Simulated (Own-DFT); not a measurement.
# Computed records: AlN (wurtzite, strained, atoms displaced)

Computed with Own-DFT development build. A calculation, not a measurement: plane-wave PBE density functional theory by an unreviewed code, no spin, of a simulated periodic cell, stress positive in tension, free energy of the whole cell less one offset for each atom, forces on such cells passed a denser k mesh, this cell's mesh not checked; offsets are fitted by least squares, one for each functional and potential file, so energies compare only between cells with the same atoms and settings and are not formation energies; the far tail of each file's local potential was reset to the Coulomb form; each entry is a single point on an unrelaxed cell, so the pressure reflects the starting lattice, mostly measured values (interpolated for alloys), from which strain is counted, and rises with the displacements; printed positions are rounded, which can move forces by about a meV/angstrom; the program, named Own-DFT, is a retired in-house code; no spin-orbit coupling.

Common to all runs: functional PBE; potential files PseudoDojo norm-conserving, scalar-relativistic, standard set; wave cutoff 42 hartree; occupations Fermi-Dirac; smearing width 0.1 eV; hardware one NVIDIA H100; k mesh 2 x 2 x 2 centred on Gamma.

(1) 
```xyz
128
Lattice="12.5057 -0.1905 -0.1404 -6.4178 11.0719 0.1972 -0.1124 0.1174 9.8602" Properties=species:S:1:pos:R:3:force_x:R:1:force_y:R:1:force_z:R:1 formula=AlN free_energy_of_cell_above_offsets=-49.999 pressure=3.96 stress_xx=-2.32 stress_yy=2.2 stress_zz=-11.75 stress_yz=2.54 stress_xz=-3.41 stress_xy=-5.01 wall_time=416.4
Al    -0.0248     1.9571     0.0706     -0.452     -1.179     -3.966
Al     1.5390     0.8513     2.4405     -0.319      2.876      0.077
N     -0.0228     1.9207     1.7601     -0.054      -0.87      6.067
N      1.4720     0.9772     4.3603     -0.545     -0.471     -0.795
Al    -0.1050     1.8799     4.9046      0.559     -0.182      0.647
Al     1.5218     0.9744     7.3764      -1.85     -0.847      0.427
N     -0.0562     1.9726     6.7538     -0.765     -0.738      1.819
N      1.4417     1.0259     9.3382     -1.604     -1.046     -1.234
Al    -1.8300     4.7687     9.9255      1.743     -1.106        0.7
Al    -0.0027     3.7406     2.5578     -2.309     -1.285      -0.29
N     -1.6680     4.5791     1.9576      1.168      0.934       0.67
N     -0.0793     3.6780     4.4786     -1.635      0.551     -1.442
Al    -1.7912     4.6540     4.9954      2.638      1.359      0.314
Al    -0.1664     3.7672     7.3997      0.995     -0.136      0.157
N     -1.6907     4.7243     6.9259     -1.528     -0.722     -0.887
N     -0.1708     3.8459     9.3065     -0.331      0.202      0.237
Al    -3.2735     7.4072     9.9560     -1.347       1.75      0.058
Al    -1.6352     6.4448     2.5774     -1.132     -0.605     -0.783
N     -3.2315     7.3492     1.9290      0.554      1.632      1.199
N     -1.6884     6.4671     4.4008     -0.502      0.324      1.054
Al    -3.2684     7.5292     5.0282      0.337     -5.263      0.603
Al    -1.8324     6.4762     7.5693      1.917      0.553     -2.107
N     -3.3040     7.4373     6.9821      0.135     -0.123     -1.324
N     -1.7831     6.5472     9.3807      0.817     -0.082      0.598
Al    -4.7704    10.1318     0.2132     -1.753     -0.018     -1.143
Al    -3.3452     9.2931     2.5649      1.273     -1.864       0.67
N     -4.8801    10.2167     2.1295     -0.213     -2.089     -1.002
N     -3.3141     9.1375     4.5505     -1.419       4.53     -2.427
Al    -4.9535    10.2641     5.1089      1.489     -0.514     -0.351
Al    -3.3504     9.1841     7.5606      0.322      2.506     -1.117
N     -4.9053    10.1740     6.9102      0.369      0.362      1.904
N     -3.3446     9.3348     9.3876     -0.565      -0.86      1.279
Al     2.8829     1.9337     9.7980      2.832      0.124      1.191
Al     4.6148     0.8254     2.4773      0.903      0.801     -0.369
N      3.1298     1.7440     1.9000     -1.239      1.277     -0.688
N      4.5598     0.9297     4.3513      0.204     -1.101     -0.006
Al     2.9951     1.8082     4.9752      1.032      0.805     -0.584
Al     4.6013     1.0094     7.3576      -0.49      -1.55     -1.413
N      3.0086     1.8216     6.8216       0.62       1.36      0.231
N      4.6156     0.9639     9.1449     -2.322     -0.663      1.901
Al     1.4860     4.5706     0.1014      0.346     -0.402     -1.144
Al     3.0354     3.6976     2.5513      1.316     -2.126     -0.634
N      1.5149     4.5494     2.0128      0.233      1.807     -0.976
N      3.0266     3.6523     4.4165     -1.003      0.408     -0.174
Al     1.4086     4.6009     4.9848      0.915      0.718      0.308
Al     2.9948     3.7051     7.4930     -0.797     -0.375     -6.772
N      1.4151     4.6518     6.8361      0.407     -0.001      0.679
N      2.9080     3.6832     9.1188     -0.045      0.808      7.998
Al    -0.1345     7.3024     0.1469      0.947      0.398     -2.112
Al     1.5019     6.4594     2.5258     -2.684     -1.684      1.209
N     -0.0863     7.3709     1.9492      0.129     -0.787      0.856
N      1.3445     6.5097     4.4461      2.792      -1.73     -1.484
Al    -0.0936     7.3966     4.9783     -2.338      0.915      0.724
Al     1.3687     6.4183     7.5238     -0.351      0.612      -2.09
N     -0.2201     7.3391     6.8282      0.165       0.73      2.194
N      1.4001     6.4957     9.3390     -1.511     -0.262      1.587
Al    -1.7511    10.1139     0.1391      1.133       0.37     -1.199
Al    -0.1858     9.1439     2.4803      0.625      0.888      1.835
N     -1.6893    10.1036     1.9961     -1.223      0.192       0.36
N     -0.2263     9.2521     4.4694      0.244     -0.638     -0.967
Al    -1.8653    10.0967     5.0792      2.031      1.296      0.224
Al    -0.2257     9.2442     7.5041     -0.458     -0.555     -1.124
N     -1.7530    10.2389     6.9342     -0.823      -1.09      0.856
N     -0.2086     9.2666     9.3805     -1.957     -1.217      0.529
Al     6.0913     1.7057     9.7890      0.979       2.65      0.881
Al     7.7677     0.7287     2.3993     -0.408      2.318     -0.869
N      6.1621     1.7447     1.8160      0.891     -0.439      0.622
N      7.7304     0.8017     4.2491      0.774        1.5        0.6
Al     6.2011     1.7610     4.8862     -1.092       0.82     -0.082
Al     7.7092     0.9150     7.2999     -0.853     -0.289      0.174
N      6.0828     1.9006     6.7889      1.917     -0.372     -0.518
N      7.6458     0.9407     9.1853      1.161     -1.061      0.503
Al     4.5318     4.6273     9.8207     -0.125     -0.392     -0.689
Al     6.1886     3.5962     2.4462       0.29      -0.12     -0.981
N      4.6106     4.4724     1.8310      -0.59      1.419      0.848
N      6.1315     3.6330     4.3008     -0.245     -0.472      0.448
Al     4.5331     4.5790     4.9085      1.326     -0.891      1.138
Al     6.1195     3.6548     7.4903     -0.652       -0.1         -3
N      4.5315     4.5492     6.9103       0.49      1.239     -1.473
N      6.1668     3.7159     9.2316     -1.654     -0.864      2.218
Al     3.0044     7.2323     0.0945      1.025      1.062      -2.24
Al     4.5238     6.4130     2.4884      1.969      -1.88     -0.709
N      2.9598     7.1946     1.9028      1.834      1.998       1.04
N      4.6137     6.4118     4.3656     -1.322      -0.04      0.467
Al     3.0062     7.3280     4.9719     -0.772     -1.056      1.343
Al     4.4154     6.4241     7.3302      1.625     -0.763      1.402
N      2.9573     7.3738     6.9134     -1.356      0.296     -0.956
N      4.4254     6.4585     9.2255      0.432     -0.399      1.306
Al     1.2509    10.1146     9.9320      2.131      1.623      0.368
Al     2.9992     9.0293     2.5439     -1.073       0.93     -0.114
N      1.4409    10.0843     2.0114      0.111     -1.785     -0.422
N      2.9623     9.0675     4.5126     -0.908       1.14     -2.288
Al     1.3755    10.1308     5.0129     -0.645      -1.17        0.5
Al     2.9294     9.2125     7.4767     -0.375        0.1       0.28
N      1.2860    10.1737     6.9055       1.32     -0.416      0.386
N      2.9226     9.2685     9.4502     -2.958     -2.105     -1.167
Al     9.3889     1.6783    -0.0275     -1.285      0.938     -0.851
Al    10.8950     0.7431     2.4246       0.42      0.943     -2.723
N      9.3614     1.8119     1.8111     -0.304     -3.163      1.075
N     10.8553     0.7623     4.2309     -0.403      0.419      0.318
Al     9.3146     1.8616     4.7745     -0.417     -2.632      1.052
Al    10.8112     0.9600     7.3740      1.796     -2.262      -1.53
N      9.2937     1.7200     6.7393      -0.72      1.938     -1.405
N     10.7443     0.9280     9.1820      1.342     -0.918      1.326
Al     7.6196     4.6145     9.8203      1.556      0.044      0.498
Al     9.3038     3.4667     2.4904     -0.543      2.829     -3.656
N      7.7556     4.5741     1.8429     -0.193     -1.075       0.37
N      9.2662     3.6030     4.2251       -1.1     -0.282      2.885
Al     7.6527     4.5438     4.9493     -0.137      -0.42     -4.712
Al     9.2179     3.5859     7.2669     -0.144      0.026      1.322
N      7.5733     4.4687     6.6356      1.617      1.252      4.641
N      9.2490     3.6281     9.2556      -1.81      -0.17     -1.549
Al     6.0302     7.2958     9.8467      0.279      1.039      -1.44
Al     7.6873     6.4131     2.4014      0.782     -2.089     -0.111
N      6.1657     7.2446     1.8418     -1.742      0.794      0.734
N      7.6684     6.2731     4.2391      0.023      1.779      2.535
Al     6.1360     7.2391     5.0707      0.619      1.058     -2.286
Al     7.6309     6.4223     7.2494     -0.217      -1.66      1.972
N      6.0946     7.3830     6.9031      -0.71     -2.467     -1.282
N      7.6779     6.4422     9.2029     -1.257     -0.843     -0.311
Al     4.4596     9.9516     0.1816      3.034       1.76     -4.132
Al     6.0242     9.0283     2.5477      1.773     -0.055     -1.199
N      4.5534     9.9213     1.8990     -0.742      1.016      4.053
N      6.1318     9.1579     4.3583     -2.112     -1.623      0.604
Al     4.4599    10.0054     4.9024      1.487      0.503      2.678
Al     6.0459     9.0855     7.4304     -0.381      2.597     -0.153
N      4.4909    10.0141     6.9138     -0.122      1.484     -1.207
N      5.9641     9.1798     9.2339      0.741     -0.148      2.908
```

Units: free_energy_of_cell_above_offsets in eV; pressure, stress_xx, stress_yy, stress_zz, stress_yz, stress_xz, stress_xy in GPa; wall_time in s; force_x, force_y, force_z in eV/Å.

(2) 
```xyz
128
Lattice="12.6551 0.1688 -0.1276 -6.1814 10.7212 -0.0353 -0.1021 -0.0916 10.0477" Properties=species:S:1:pos:R:3:force_x:R:1:force_y:R:1:force_z:R:1 formula=AlN free_energy_of_cell_above_offsets=-53.625 pressure=0.21 stress_xx=2.89 stress_yy=-3.73 stress_zz=0.21 stress_yz=-2.43 stress_xz=-2.24 stress_xy=4.76 wall_time=456.5
Al    -0.0261     1.7880     0.0106      1.586     -0.573     -0.732
Al     1.5644     0.8643     2.4735      1.576      1.742      1.564
N      0.0893     1.7207     1.8726     -2.673      0.971      0.072
N      1.4690     0.9634     4.4163      1.833     -1.339     -0.259
Al    -0.0252     1.8057     5.0147     -0.381     -1.429      0.744
Al     1.5144     0.8440     7.5688      1.237     -0.179     -0.622
N     -0.0022     1.6051     6.9808     -1.063      3.086     -0.965
N      1.4873     0.8448     9.4191      0.007      -0.03      0.543
Al    -1.5945     4.2728     9.9745     -0.415      2.701      0.932
Al     0.0096     3.5175     2.4437      1.205          1      0.856
N     -1.4513     4.5869     1.9810     -1.304     -3.108     -1.871
N     -0.0093     3.5400     4.4211      0.156      0.004     -0.691
Al    -1.5747     4.3620     4.9633      0.214      1.679      0.264
Al    -0.0466     3.5384     7.5884      0.895     -0.095     -1.573
N     -1.5554     4.4992     6.9094     -0.732     -1.838     -0.081
N      0.0110     3.5028     9.4551     -1.089     -0.873     -0.009
Al    -3.2272     7.0965     9.9528      1.109     -1.593      0.735
Al    -1.4696     6.3231     2.4729     -0.489      1.032       0.44
N     -3.0669     7.1881     1.8765     -1.061     -0.819     -0.077
N     -1.5142     6.1989     4.3875      0.054      0.374      0.489
Al    -3.0817     7.0864     5.0476      0.512      0.197     -1.057
Al    -1.5854     6.2648     7.4940      1.645     -0.127      0.849
N     -3.0101     7.1848     6.9103     -2.473     -1.117     -0.104
N     -1.5690     6.1347     9.3938     -0.103       0.48      0.425
Al    -4.5541     9.8658    -0.0227     -1.012     -0.057       0.04
Al    -3.0769     8.9713     2.4411      0.274     -0.612      1.071
N     -4.6172     9.8878     1.9392     -0.959     -2.307     -1.009
N     -3.0039     8.9065     4.4767     -1.249      0.299     -1.196
Al    -4.6485     9.7955     4.9856       0.05       0.86     -0.738
Al    -3.1276     8.9561     7.3569      0.068      -0.11      1.935
N     -4.6514     9.8469     6.8256     -0.919     -1.039      1.466
N     -3.1829     8.8245     9.4538      0.947      1.604     -1.448
Al     3.0348     1.7635     9.9934      1.091     -1.009       0.92
Al     4.7885     0.8742     2.5147     -1.664       1.67     -1.163
N      3.1090     1.7960     1.8751      0.753      0.138     -0.039
N      4.7067     0.9223     4.3773      0.009      0.089      0.632
Al     3.1511     1.7820     5.0645      -0.91        0.7     -2.961
Al     4.6566     0.9273     7.4108       1.45     -0.106      1.507
N      3.1191     1.7889     6.8458     -0.644        0.1      2.144
N      4.6727     0.8272     9.3546     -0.027       1.44      0.304
Al     1.5162     4.4147     9.9682      0.666      0.511       1.03
Al     3.1087     3.6545     2.4680      3.036     -2.174      0.456
N      1.6817     4.4576     1.8814     -3.067       1.85     -1.359
N      3.1687     3.5867     4.3432      0.304       0.41      1.174
Al     1.5671     4.4015     4.9783      0.725      1.392      0.011
Al     3.1820     3.5413     7.5738     -0.522      1.127     -1.943
N      1.5852     4.5577     6.9280     -0.407     -2.949     -0.386
N      3.0606     3.5497     9.4003      1.029      0.095      0.399
Al     0.1567     7.2401    -0.0356     -2.084     -1.502     -0.682
Al     1.6286     6.3596     2.3377     -0.453     -1.201      1.654
N      0.0678     7.2483     1.8196      0.227     -0.562     -0.131
N      1.5525     6.3327     4.3164      1.617     -1.383     -0.342
Al     0.0842     7.1361     5.0122     -1.241      1.186     -0.969
Al     1.5779     6.2617     7.4581      1.311      1.318      0.219
N      0.0927     7.2065     6.9165     -1.148     -0.831     -0.545
N      1.5261     6.2202     9.3840      1.158      0.278      0.214
Al    -1.3661     9.8961    -0.0444     -2.412       0.18     -0.737
Al     0.1286     9.0234     2.3411     -0.933     -0.034      1.679
N     -1.5724     9.8598     1.8135      2.083      0.116      0.292
N      0.0997     9.0032     4.2494      -0.17     -0.216      1.686
Al    -1.5000     9.8888     4.9885      1.017     -1.216     -0.438
Al     0.0095     8.9378     7.4460      0.308      1.223      0.198
N     -1.5630     9.8482     6.9294      0.881     -0.177     -1.094
N     -0.0016     8.8772     9.4045      1.476      0.817     -0.809
Al     6.3075     1.8822     9.9494     -1.958     -2.841      0.601
Al     7.9126     0.9540     2.3652     -0.778       0.62      1.344
N      6.2477     1.9517     1.8577       1.51     -2.463     -0.667
N      7.8598     0.9628     4.3552      1.348     -0.023     -0.805
Al     6.3064     1.7927     4.9038       0.19      0.988      0.804
Al     7.9149     0.8971     7.3839     -0.746      1.592      1.168
N      6.3477     1.7611     6.8733     -1.191       0.99     -0.512
N      7.7820     0.9167     9.4066      1.615     -0.827     -0.677
Al     4.8153     4.5181    -0.0771     -0.136      0.343      0.104
Al     6.4061     3.6604     2.3766     -0.838      1.398      1.254
N      4.8041     4.4983     1.8397     -0.825      0.762     -0.482
N      6.3305     3.6604     4.3538      1.082     -0.134      -0.64
Al     4.8301     4.5557     4.9755     -1.562     -0.509     -0.299
Al     6.2841     3.6300     7.4496      0.722     -1.069     -0.243
N      4.7438     4.4665     6.9127     -0.547      0.751     -0.298
N      6.2893     3.5383     9.3602      0.499      2.361     -0.389
Al     3.1995     7.2502    -0.0900      1.175     -1.964      -0.19
Al     4.7163     6.3433     2.3435      1.621     -0.925      0.872
N      3.2026     7.2298     1.8269     -0.424     -0.493     -0.841
N      4.7822     6.3436     4.3038      0.304     -0.312     -0.521
Al     3.1984     7.1693     4.8432     -0.272      0.773      0.926
Al     4.8443     6.3622     7.5001     -1.505     -0.984     -1.658
N      3.2379     7.2277     6.7968      -0.53     -0.414      0.952
N      4.8058     6.2491     9.3179     -1.217       0.15      1.532
Al     1.5960     9.7956     9.9198      0.316      0.569        0.8
Al     3.2572     8.9894     2.3223      0.782      1.018        1.8
N      1.7195     9.8717     1.8758     -0.725       0.57     -2.119
N      3.2673     9.0457     4.3283     -0.028     -0.943     -0.665
Al     1.7199     9.8540     5.0075      -0.96      0.211     -4.765
Al     3.2168     9.0046     7.4605      0.333     -0.293     -0.649
N      1.6219     9.9437     6.7137      0.224     -2.378      4.772
N      3.2784     8.8828     9.5014     -2.008      1.836      -2.41
Al     9.4988     1.9239    -0.0742      0.304     -0.668     -2.182
Al    11.1104     1.0191     2.3434      -0.53     -0.511      0.683
N      9.4389     1.8885     1.7366      1.148      0.877      1.518
N     11.0326     0.9721     4.3306      0.919      1.062     -0.955
Al     9.5395     1.8835     4.8680     -2.005     -0.589      0.681
Al    11.0918     0.9417     7.3470     -0.567      1.352       1.66
N      9.4812     1.7950     6.8810      0.332      1.355     -0.934
N     11.0952     0.8806     9.3336     -2.028      2.048     -0.202
Al     8.0119     4.5899    -0.0953     -0.986      0.453     -2.416
Al     9.5094     3.7742     2.3261      0.591      -0.05      0.618
N      7.9444     4.7044     1.6712      0.245     -2.318       2.47
N      9.5179     3.6608     4.3027      -0.56      0.451     -0.566
Al     7.9270     4.6195     4.9165     -0.455     -2.561      0.078
Al     9.4895     3.6771     7.3616     -0.483     -0.017     -0.009
N      7.7969     4.6125     6.7907      1.619     -2.174      0.308
N      9.4366     3.6489     9.3011       0.64      -0.85      0.176
Al     6.3469     7.1844     9.8881     -0.539      0.574       0.49
Al     7.9219     6.3844     2.3330      1.064      1.675      0.922
N      6.3289     7.2421     1.7876      0.558      0.643      0.004
N      8.0002     6.3001     4.3671     -0.304      2.283     -1.698
Al     6.3809     7.2287     4.8348      -0.21      0.459      0.463
Al     7.8891     6.3033     7.3631      0.705      1.845      0.427
N      6.3369     7.1902     6.7659      0.639      1.092      0.383
N      7.8651     6.2713     9.2660      0.574      0.516       0.19
Al     4.7622     9.9045     9.8832      0.615     -0.863      1.395
Al     6.4251     9.1008     2.3734      0.255     -0.536       0.51
N      4.8433     9.8930     1.7926     -0.042      1.083     -0.416
N      6.4285     9.0893     4.3655     -0.323      -0.71     -1.211
Al     4.7833     9.9459     4.9177       0.88     -0.849     -0.182
Al     6.3669     9.0317     7.4214      0.788      0.018     -0.756
N      4.8393     9.9630     6.8376     -1.006     -2.292     -0.395
N      6.2954     9.0638     9.3208      1.785     -1.225     -0.073
```

Units: free_energy_of_cell_above_offsets in eV; pressure, stress_xx, stress_yy, stress_zz, stress_yz, stress_xz, stress_xy in GPa; wall_time in s; force_x, force_y, force_z in eV/Å.
